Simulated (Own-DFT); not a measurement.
## Calculated data, Hf16O31 (monoclinic hafnia with two neutral oxygen vacancies, strained, atoms displaced), Hf16O31 (monoclinic hafnia with two neutral oxygen vacancies, atoms displaced)

A calculation, not a measurement: plane-wave PBE and HSE06 DFT by an unreviewed code, no spin, of a simulated cell at Gamma alone, so results move with cell size and shape, stress positive in tension, energies less offsets, not probed for a lower state with spin; hafnium file: forces about 75 meV/angstrom off all-electron values; oxygen file: force components 24 meV/angstrom off all-electron in a glass; k mesh not checked against a denser one; forces and stress are PBE's, HSE06 gives the energy alone, and its difference from PBE has offsets of its own; offsets are fitted by least squares, one for each functional and potential file, so energies compare only between cells with the same atoms and settings and are not formation energies; the far tail of each file's local potential was reset to the Coulomb form; each entry is a single point on an unrelaxed cell, so the pressure reflects the starting lattice, mostly measured values, from which strain is counted, and rises with the displacements; printed positions are rounded, which can move forces by about a meV/angstrom; the program is a retired in-house code; no spin-orbit coupling. Program: Own-DFT development build.

Common to all runs: first functional PBE; second functional HSE06; exact exchange share 0.25; screening 0.11 1/bohr; exchange divergence Gygi-Baldereschi; potential files PseudoDojo norm-conserving, scalar-relativistic, made for PBE, standard set; wave cutoff 48 hartree; occupations fixed; k mesh 1 x 1 x 1 centred on Gamma.

(1) Hf16O31 (monoclinic hafnia with two neutral oxygen vacancies, strained, atoms displaced)

```xyz
94
Lattice="10.2329 0.0020 -0.1938 0.0020 10.3086 0.0420 -1.8931 0.0421 10.3639" Properties=species:S:1:pos:R:3 Hf16O31
Hf     1.2228     0.2266     1.0054
Hf     3.4407     2.7648     1.4370
Hf     2.9411     4.9825     4.0332
Hf     0.8117     2.4228     3.6315
O      0.0712     1.7520     1.8345
O      4.6513     4.2889     0.7432
O      4.1033     3.4573     3.4096
O     -0.4016     0.8814     4.4882
O      1.7990     3.9189     2.4945
O      2.8288     1.4467     0.0180
O      2.3963     1.2098     2.5975
O      1.4176     3.7764     5.0299
Hf     0.2692     0.2981     6.2516
Hf     2.5316     2.8932     6.6540
Hf     2.0768     4.9913     9.2095
Hf    -0.2215     2.4272     8.8733
O     -0.9663     1.7242     6.8901
O      3.6530     4.3444     5.8266
O      3.2436     3.4142     8.5522
O     -1.3098     0.8783     9.5997
O      0.8345     3.9341     7.6670
O      1.9176     1.3576     5.2830
O      1.3433     1.3111     7.9211
O      0.4321     3.8009    10.2349
Hf     1.1919     5.3494     1.0951
Hf     3.4407     7.9534     1.4799
Hf     2.9741    10.0588     4.0584
Hf     0.7570     7.5230     3.6680
O      0.0051     6.9043     1.8593
O      4.5466     9.4711     0.7458
O      4.0795     8.5732     3.4080
O     -0.3953     6.0421     4.4132
O      1.8739     9.0568     2.4410
O      2.7819     6.4790     0.0728
O      2.3170     6.4012     2.7081
O      1.4228     8.9198     5.1144
Hf     0.1472     5.4442     6.2462
Hf     2.4839     8.0385     6.5389
Hf     2.0614    10.1423     9.2152
Hf    -0.2092     7.5782     8.7852
O     -1.0163     6.8481     7.0415
O      3.6885     9.4243     5.8349
O      3.2412     8.6261     8.5859
O     -1.3929     5.9873     9.6230
O      0.9616     9.0231     7.5424
O      1.8889     6.5278     5.2416
O      1.4579     6.5480     7.9143
O      0.3682     8.9737    10.2302
Hf     6.3049     0.2354     0.9365
Hf     8.5733     2.7851     1.4153
Hf     8.1068     4.9706     3.9473
Hf     5.8955     2.4843     3.5382
O      5.2037     1.6611     1.6367
O      9.6585     4.3865     0.6196
O      9.1983     3.4910     3.2083
O      4.6705     0.8695     4.2518
O      6.9383     3.8599     2.4308
O      7.9404     1.3449    -0.0804
O      7.5203     1.2556     2.4945
Hf     5.4089     0.2529     6.1506
Hf     7.6710     2.8588     6.6355
Hf     7.1773     4.9359     9.1967
Hf     4.9147     2.4110     8.7390
O      4.3063     1.6296     6.9914
O      8.2583     3.4964     8.3795
O      3.8204     0.8875     9.4962
O      6.0367     4.0207     7.5410
O      7.0937     1.3839     5.1563
O      6.5686     1.3058     7.7499
O      5.4958     3.8559    10.1409
Hf     6.2706     5.3035     0.9925
Hf     8.4823     7.8567     1.4298
Hf     8.0819    10.0605     3.9903
Hf     5.8700     7.5017     3.5080
O      5.2366     6.8724     1.6492
O      9.7446     9.4721     0.6616
O      9.3574     8.5457     3.2278
O      4.6517     6.0004     4.2104
O      6.9658     9.0944     2.4380
O      7.8687     6.5232     0.0405
O      7.4836     6.3871     2.5741
O      6.5483     9.0473     5.0003
Hf     5.2937     5.3481     6.1105
Hf     7.6341     7.9827     6.4888
Hf     7.0452    10.1287     9.0976
Hf     5.0185     7.5563     8.7260
O      4.3402     6.9613     6.8497
O      8.7063     9.4920     5.8405
O      8.1807     8.6242     8.4170
O      3.7719     6.0323     9.5378
O      6.1051     9.0125     7.5562
O      6.9277     6.5307     5.1005
O      6.4269     6.3689     7.6762
O      5.5298     9.0394    10.1781
```

It finds PBE energy of cell above offsets -86.381 eV; HSE06 less PBE above offsets 0.167 eV; PBE pressure 10.03 GPa; PBE stress xx -9.92 GPa; PBE stress yy -8.59 GPa; PBE stress zz -11.58 GPa; PBE stress yz 0.15 GPa; PBE stress xz -5.42 GPa; PBE stress xy 0.77 GPa.

Force:
| element | x (eV/Å) | y (eV/Å) | z (eV/Å) |
| --- | --- | --- | --- |
| Hf | -0.352 | -1.076 | 0.934 |
| Hf | 0.053 | -0.174 | 0.712 |
| Hf | -0.973 | 0.009 | -0.458 |
| Hf | -0.555 | -1.661 | 0.919 |
| O | -0.33 | 0.17 | -0.631 |
| O | -1.587 | -0.989 | 0.105 |
| O | 0.869 | -0.818 | -1.033 |
| O | -0.176 | 0.354 | -1.953 |
| O | 0.284 | -0.367 | -0.708 |
| O | 0.499 | -1.657 | 0.365 |
| O | -0.24 | 1.062 | 0.26 |
| O | -0.568 | 1.322 | 0.92 |
| Hf | 0.328 | -0.47 | 0.073 |
| Hf | -0.954 | -1.708 | -0.462 |
| Hf | -1.033 | 0.922 | 0.463 |
| Hf | 0.73 | -0.92 | -0.473 |
| O | 0.836 | 0.635 | 1.352 |
| O | -0.451 | -1.248 | 2.016 |
| O | -1.539 | 1.197 | -0.704 |
| O | -1.251 | 0.509 | -1.858 |
| O | 0.767 | 0.491 | -0.844 |
| O | 0.122 | -0.111 | 0.268 |
| O | 0.242 | 0.158 | -1.174 |
| O | -0.133 | 1.749 | 0.644 |
| Hf | 0.526 | 1.488 | -0.08 |
| Hf | -0.855 | -0.145 | -0.656 |
| Hf | -0.496 | 1.288 | -0.375 |
| Hf | 1.417 | 0.329 | -0.267 |
| O | 0.641 | -1.481 | -1.141 |
| O | 0.389 | 0.124 | 0.465 |
| O | 1.608 | -1.298 | -0.968 |
| O | -0.915 | -0.778 | 0.207 |
| O | -0.237 | -0.316 | 0.273 |
| O | 0.238 | -0.541 | 0.329 |
| O | 0.204 | 0.294 | -1.235 |
| O | -1.359 | 1.773 | -1.784 |
| Hf | 1.675 | -0.708 | 0.536 |
| Hf | 1.455 | -2.299 | 2.725 |
| Hf | -0.036 | -1.152 | 0.458 |
| Hf | 0.236 | -0.091 | 2 |
| O | 1.108 | -0.878 | -0.605 |
| O | 1.536 | 0.83 | 1.441 |
| O | -0.051 | 0.365 | -0.805 |
| O | 0.7 | 1.177 | -0.993 |
| O | -1.089 | 1.002 | 1.22 |
| O | -0.208 | -1.12 | 0.439 |
| O | -0.522 | -1.159 | -0.483 |
| O | 0.544 | 0.859 | -0.462 |
| Hf | 2.176 | -1.039 | 0.667 |
| Hf | -1.114 | -0.863 | -1.221 |
| Hf | -0.889 | -0.374 | 0.985 |
| Hf | 0.242 | -2.26 | 1.181 |
| O | -1.716 | 2.262 | 0.883 |
| O | 0.803 | -1.271 | 2.139 |
| O | 1.919 | -0.54 | 0.84 |
| O | 0.741 | 0.494 | 0.316 |
| O | -0.42 | 0.635 | -0.37 |
| O | 0.4 | 0.116 | 0.453 |
| O | -0.165 | 0.092 | 0.614 |
| Hf | 0.988 | -0.653 | -1.56 |
| Hf | -1.911 | -0.142 | -3.284 |
| Hf | -2.865 | 2.028 | -2.174 |
| Hf | 2.579 | -0.423 | 1.197 |
| O | -2.665 | 1.459 | -1.401 |
| O | 1.955 | -0.426 | 1.449 |
| O | -1.77 | -0.253 | -1.227 |
| O | -0.816 | -1.763 | -0.386 |
| O | -1.465 | 0.521 | -0.419 |
| O | 0.019 | 0.046 | -0.463 |
| O | 0.295 | 0.354 | 0.604 |
| Hf | 2.579 | 0.818 | -0.335 |
| Hf | 0.885 | 2.349 | -1.01 |
| Hf | 0.254 | 1.277 | -0.76 |
| Hf | 0.085 | 0.689 | 1.532 |
| O | -1.39 | 1.043 | 0.471 |
| O | -0.295 | -0.251 | 0.126 |
| O | -1.875 | 1.652 | 1.08 |
| O | 0.368 | 0.231 | -0.222 |
| O | -0.286 | -0.884 | -0.213 |
| O | 0.621 | -1.003 | -0.869 |
| O | -0.236 | 0.126 | 0.093 |
| O | -1.2 | -0.53 | -1.037 |
| Hf | 3.239 | 2.003 | 0.766 |
| Hf | -2.747 | -0.538 | 0.808 |
| Hf | 1.162 | -0.127 | 2.522 |
| Hf | -0.722 | -0.49 | 0.282 |
| O | -2.057 | 0.145 | -0.701 |
| O | 2.41 | 0.374 | 0.701 |
| O | 2.687 | -1.021 | 0.198 |
| O | -0.759 | -0.111 | -1.401 |
| O | -1.933 | 1.358 | -0.628 |
| O | 0.243 | -0.478 | -0.193 |
| O | 1.528 | 0.438 | 1.39 |
| O | 0.025 | -0.01 | -0.39 |

(2) Hf16O31 (monoclinic hafnia with two neutral oxygen vacancies, atoms displaced)

```xyz
94
Lattice="10.2340 0.0000 0.0000 0.0000 10.3500 0.0000 -1.6955 0.0000 10.4453" Properties=species:S:1:pos:R:3 Hf16O31
Hf     1.3315     0.1831     1.2047
Hf     3.4589     2.8019     1.5923
Hf     2.9870     4.9716     4.0611
Hf     0.8758     2.6321     3.6459
O     -0.0167     1.7521     1.8212
O      4.6667     4.3409     0.7162
O      4.0859     3.3554     3.4727
O     -0.3469     0.9425     4.5178
O      1.9042     3.9587     2.4091
O      2.6796     1.2671     0.0941
O      2.4869     1.3459     2.7455
O      1.5601     3.6851     5.0627
Hf     0.4214     0.1452     6.2565
Hf     2.6576     2.7166     6.6246
Hf     2.0867     4.9669     9.3710
Hf     0.0914     2.4240     8.9101
O     -0.7722     1.6993     7.1105
O      3.7859     4.3121     5.8344
O      3.4496     3.6088     8.6750
O     -1.2696     0.7621     9.5724
O      1.0779     4.0040     7.7605
O      1.8478     1.4933     5.3079
O      1.6096     1.3387     7.9413
O      2.2162     3.8483     0.0424
Hf     1.4218     5.3402     1.1960
Hf     3.6062     7.9497     1.4290
Hf     2.9217    10.1932     4.1576
Hf     0.8145     7.3791     3.6392
O      0.0559     6.7971     1.8913
O      4.6505     9.5186     0.8257
O      4.1873     8.5569     3.3785
O      1.9040     9.0892     2.4262
O      1.1562     6.5950    10.4147
O      2.4326     6.3621     2.8670
O      1.4710     9.0984     5.0828
Hf     0.3224     5.3721     6.2343
Hf     2.7799     7.9343     6.8537
Hf     2.2140    10.1721     9.4041
Hf     0.0270     7.5433     8.9160
O     -0.7474     6.7947     7.0668
O      3.8214     9.3391     5.9445
O      3.4030     8.8508     8.6297
O     -1.3081     6.0977     9.5537
O      1.0049     9.1895     7.6340
O      1.5471     6.5513     7.9562
O      0.4734     9.0230    10.3810
Hf     6.3727     0.1861     1.1150
Hf     8.5825     2.7452     1.4816
Hf     8.3008     4.8530     4.2141
Hf     5.8778     2.3951     3.7378
O      5.0731     1.8314     1.8485
O      9.6755     4.3289     0.9165
O      9.2743     3.4420     3.3627
O      4.9116     0.7761     4.5340
O      6.8947     3.8240     2.5995
O      7.8718     1.4977     0.0717
O      7.5460     1.2109     2.7771
O      6.5211     3.7682     5.1224
Hf     5.6727     0.1577     6.2300
Hf     7.7509     2.8240     6.9193
Hf     7.1968     5.1188     9.4094
Hf     5.2150     2.3965     8.9739
O      4.3691     1.7825     6.9506
O      8.7956     4.3211     6.0592
O      8.4717     3.5014     8.6593
O      4.0174     0.8880     9.6363
O      6.0549     4.0445     7.7821
O      7.0244     1.3540     5.3564
O      6.6787     1.2866     7.8623
O      5.6564     3.7578    10.3283
Hf     6.2295     5.2731     1.0954
Hf     8.5667     8.1186     1.6520
Hf     8.0349    10.1735     4.0409
Hf     5.9932     7.4645     3.6652
O      5.1141     6.8475     1.8686
O      9.7020     9.5610     0.8282
O      9.2253     8.6824     3.4637
O      4.8212     6.0828     4.3255
O      7.0828     8.8968     2.5235
O      7.8052     6.5081     0.0644
O      7.4721     6.4827     2.5602
O      6.6821     9.0881     5.0126
Hf     5.5560     5.4179     6.4571
Hf     7.6846     7.9084     6.7443
Hf     7.4564    10.1437     9.5100
Hf     5.1294     7.5310     8.8580
O      4.3723     6.8538     6.8453
O      8.8550     9.5241     6.0810
O      8.4560     8.6301     8.7289
O      4.0542     5.8744     9.5599
O      6.2374     9.1680     7.6263
O      7.0582     6.5339     5.5417
O      6.6301     6.3644     7.9280
O      5.7389     8.9393    10.3686
```

The calculation gives: PBE energy of cell above offsets -77.468 eV; HSE06 less PBE above offsets 1.221 eV; PBE pressure 8.59 GPa; PBE stress xx -6.91 GPa; PBE stress yy -9.23 GPa; PBE stress zz -9.62 GPa; PBE stress yz 0.64 GPa; PBE stress xz -1.02 GPa; PBE stress xy 0.49 GPa.

Force:
| element | x (eV/Å) | y (eV/Å) | z (eV/Å) |
| --- | --- | --- | --- |
| Hf | -2.443 | 0.9 | -1.552 |
| Hf | 0.41 | -0.503 | -1.601 |
| Hf | 3.367 | -1.076 | 4.177 |
| Hf | -3.015 | -5.737 | -0.145 |
| O | 2.25 | -1.376 | -0.417 |
| O | -3.715 | -1.89 | 1.044 |
| O | -0.265 | 0.563 | -0.466 |
| O | -0.533 | 0.364 | -1.968 |
| O | 0.018 | -1.048 | 2.472 |
| O | 1.355 | 1.138 | 0.347 |
| O | -1.304 | -0.528 | -0.178 |
| O | -0.669 | 4.231 | 1.124 |
| Hf | -2.631 | 1.725 | -0.107 |
| Hf | 2.398 | 1.868 | 2.939 |
| Hf | 3.042 | -0.677 | -2.308 |
| Hf | -2.556 | -1.225 | -1.088 |
| O | 0.264 | 0.83 | 0.275 |
| O | 0.072 | 0.351 | 1.656 |
| O | -1.061 | -1.051 | -0.42 |
| O | 4.323 | 3.558 | 0.732 |
| O | -0.658 | -0.468 | -0.228 |
| O | 1.279 | -3.146 | -1.106 |
| O | 0.218 | -0.427 | 0.72 |
| O | 1.13 | -0.067 | -1.637 |
| Hf | -4.96 | 2.677 | -3.479 |
| Hf | -1.78 | 1.746 | 2.344 |
| Hf | 2.66 | -1.7 | 0.481 |
| Hf | -1.206 | 2.761 | 1.456 |
| O | 0.465 | -0.014 | 0.169 |
| O | 0.144 | 0.215 | -0.254 |
| O | -0.307 | 1.043 | -0.346 |
| O | 0.436 | -0.526 | 1.392 |
| O | -0.009 | -1.237 | 2.231 |
| O | -0.745 | 2.33 | -3.002 |
| O | 0.02 | -1.668 | -0.785 |
| Hf | 1.036 | 0.605 | 1.648 |
| Hf | -3.065 | 2.166 | -1.853 |
| Hf | -1.132 | 1.789 | -1.361 |
| Hf | -2.697 | 1.359 | -0.61 |
| O | -0.667 | 0.516 | -0.941 |
| O | 0.22 | 0.97 | 0.015 |
| O | 1.373 | -2.894 | -0.53 |
| O | 1.432 | 0.022 | 1.154 |
| O | 1.121 | -1.789 | 2.497 |
| O | 1.292 | -1.101 | -0.592 |
| O | 1.737 | 0.036 | -0.626 |
| Hf | 0.068 | 1.056 | -1.295 |
| Hf | -0.724 | 2.16 | 0.378 |
| Hf | -3.43 | 0.816 | -1.491 |
| Hf | 0.603 | -0.028 | 1.483 |
| O | 2.614 | -2.624 | -0.937 |
| O | 1.062 | 0.808 | -0.575 |
| O | 0.86 | 0.281 | 1.209 |
| O | -3.128 | 0.118 | -3.336 |
| O | 0.664 | 0.922 | -1.412 |
| O | 0.802 | -3.372 | 1.256 |
| O | -1.687 | 0.789 | -2.585 |
| O | 0.924 | 1.475 | 0.836 |
| Hf | -1.615 | 1.507 | 2.043 |
| Hf | -0.678 | -2.138 | -1.17 |
| Hf | 1.4 | -2.236 | 1.871 |
| Hf | -2.795 | 0.128 | -3.301 |
| O | 0.026 | -0.693 | 0.061 |
| O | 1.768 | 0.941 | -0.621 |
| O | 0.28 | 0.152 | 0.877 |
| O | -1.52 | -0.945 | 1.074 |
| O | 1.257 | -1.478 | 0.81 |
| O | 1.859 | 0.451 | -0.702 |
| O | -0.09 | 0.176 | 1.512 |
| O | 0.831 | 2.329 | 1.582 |
| Hf | 4.455 | 1.648 | 0.104 |
| Hf | 1.609 | -4.173 | -3.043 |
| Hf | 3.51 | 0.521 | 4.049 |
| Hf | -1 | 0.714 | 1.314 |
| O | 0.629 | -1.092 | -1.551 |
| O | 1.142 | -0.179 | 2.562 |
| O | 2.702 | -1.478 | 0.21 |
| O | -1.116 | -1.544 | 0.629 |
| O | -3.413 | 4.159 | -0.563 |
| O | 0.934 | 0.298 | 0.027 |
| O | 0.51 | -1.738 | 2.093 |
| O | -1.48 | -2.062 | 0.449 |
| Hf | -0.807 | -3.595 | -4.804 |
| Hf | 2.929 | 3.853 | 1.129 |
| Hf | -3.751 | -1.169 | -3.861 |
| Hf | 0.232 | 0.572 | 2.35 |
| O | -0.613 | 1.55 | 2.312 |
| O | 0.035 | -0.823 | -0.05 |
| O | 0.46 | -1.363 | -0.783 |
| O | -1.498 | 2.08 | -0.795 |
| O | -0.55 | -2.615 | 1.411 |
| O | -0.046 | -1.326 | -2.933 |
| O | 0.042 | 2.462 | 0.622 |
| O | -0.91 | 1.093 | 0.279 |
